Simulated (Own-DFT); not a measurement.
# Response to strain: C40 NbSi2, 36 atoms (Nb12Si24)

Calculated results; nothing here was measured. They come from Own-DFT, an in-house plane-wave density functional program, since retired, whose code no person has reviewed. Each row is one single-point run on a periodic cell that was not relaxed, without spin or spin-orbit coupling.

Settings of every run: PBE; PseudoDojo norm-conserving scalar-relativistic files; cutoff 42 hartree; 4 x 4 x 5 k mesh centred on Gamma; cold (Marzari-Vanderbilt) smearing of 0.2 eV.

Known limits: forces on such cells failed a check on a denser k mesh; stress not checked against mesh or cutoff.

Unstrained cell vectors in Å: (0.000, 8.324, 0.000); (-9.613, 0.000, 0.000); (0.000, 0.000, 6.586). The unstrained cell was taken from the Materials Project. The random moves and any unrelaxed bonds add to the pressure at no strain. Each run strains this cell uniformly, with the atoms carried along. Every atom was also moved at random, by a Gaussian of width 0.05 Å on each axis. Strain is the symmetric tensor, in per cent. Stress is positive in tension, and the pressure is minus a third of its trace.

```
run,e_xx (%),e_yy (%),e_zz (%),e_yz (%),e_xz (%),e_xy (%),s_xx (GPa),s_yy (GPa),s_zz (GPa),s_yz (GPa),s_xz (GPa),s_xy (GPa),P (GPa),E (meV/atom)
1,0.19,1.55,-0.12,-1.73,0.22,0.16,-0.58,3.12,-3.33,-5.08,1.15,0.17,0.26,12.4
2,-1.32,-0.91,0.80,-0.01,-0.16,0.09,-6.75,-6.33,-1.42,0.07,-0.94,0.47,4.83,1.6
3,-1.48,0.95,0.75,-0.84,0.94,-1.40,-7.29,0.44,-1.02,-2.02,2.04,-4.48,2.62,23.5
4,-1.04,-1.29,-0.71,-0.52,-1.91,0.91,-8.37,-8.69,-9.72,-2.15,-5.96,2.69,8.93,34.7
5,-0.31,1.38,0.21,-1.82,1.57,-1.97,-3.00,1.90,-2.20,-5.76,4.40,-5.37,1.10,27.4
6,-0.12,-0.99,1.42,-0.98,-1.76,0.35,-1.99,-4.69,1.94,-2.85,-5.27,1.16,1.58,0.0
7,1.30,-0.26,-0.16,-0.11,-1.18,-0.02,1.74,-2.24,-4.00,-0.23,-3.17,0.62,1.50,10.8
8,1.66,0.60,1.08,1.95,-1.68,1.95,3.81,1.31,2.40,5.67,-4.33,4.96,-2.51,24.7
9,-0.53,1.64,-0.15,-1.34,-1.39,0.57,-4.05,3.13,-3.96,-4.09,-4.69,1.70,1.63,22.9
10,-1.77,-0.93,-1.74,0.29,1.21,-1.56,-12.15,-8.42,-15.38,0.94,3.89,-5.70,11.98,39.9
11,-1.18,0.53,0.46,0.00,-0.06,-0.68,-6.24,-1.02,-1.94,-0.24,0.09,-1.91,3.07,10.0
12,-0.21,-1.08,-1.19,-1.88,1.02,-0.77,-5.08,-7.39,-11.32,-6.52,2.96,-2.27,7.93,29.8
13,1.82,-0.34,-0.12,-1.51,-1.62,-1.53,2.97,-2.56,-3.77,-5.26,-4.45,-4.39,1.12,30.5
14,-0.72,0.65,-0.55,-1.45,1.65,-1.01,-5.83,-1.85,-6.96,-3.36,5.82,-3.08,4.88,38.2
15,1.82,1.53,0.56,0.93,0.50,1.02,5.00,4.64,1.37,3.10,1.45,2.98,-3.67,6.0
16,1.57,0.75,-0.42,0.04,1.12,-0.60,?,?,?,?,?,?,?,?
```

E is the free energy for each atom above the lowest run shown.

## Worked fit

Each stress component was fitted by least squares to a constant and the strains of the runs shown, as fractions, with shears doubled. Shear strains stay in the fit of a normal stress only where such slopes are resolved. The slopes, in GPa:

```
stress  at no strain  per e_xx  per e_yy  per e_zz  scatter
  s_xx          -2.9  356 ± 11   55 ± 13  112 ± 17     0.50
  s_yy          -2.6    74 ± 8   353 ± 9   81 ± 11     0.34
  s_zz          -4.2    71 ± 7    83 ± 8  509 ± 10     0.30
```

Each shear stress against twice its own strain: yz 153 ± 8, xz 152 ± 9, xy 147 ± 9 GPa. These are stiffnesses along x, y and z of the frame in which the cell vectors are given, which need not be the crystal's axes. The atoms are held to the strained lattice; where symmetry lets them move under strain, relaxing them would lower some slopes. The table should be nearly symmetric about its diagonal, and what it lacks of that shows the noise. A ninth of its sum, 188 ± 6 GPa, estimates the bulk modulus near the mean pressure of these runs, 3.0 GPa, so it lies above the value at zero pressure.

## Withheld run

Question: what normal stresses and pressure should run 16 give?

The fit gives s_xx = 2.7, s_yy = 0.9, s_zz = -4.6 and P = 0.3 GPa. The calculation gave 3.17, 1.33, -3.01 and P = -0.50 GPa. This run lies off the fit, by chance or by something that the fit leaves out.
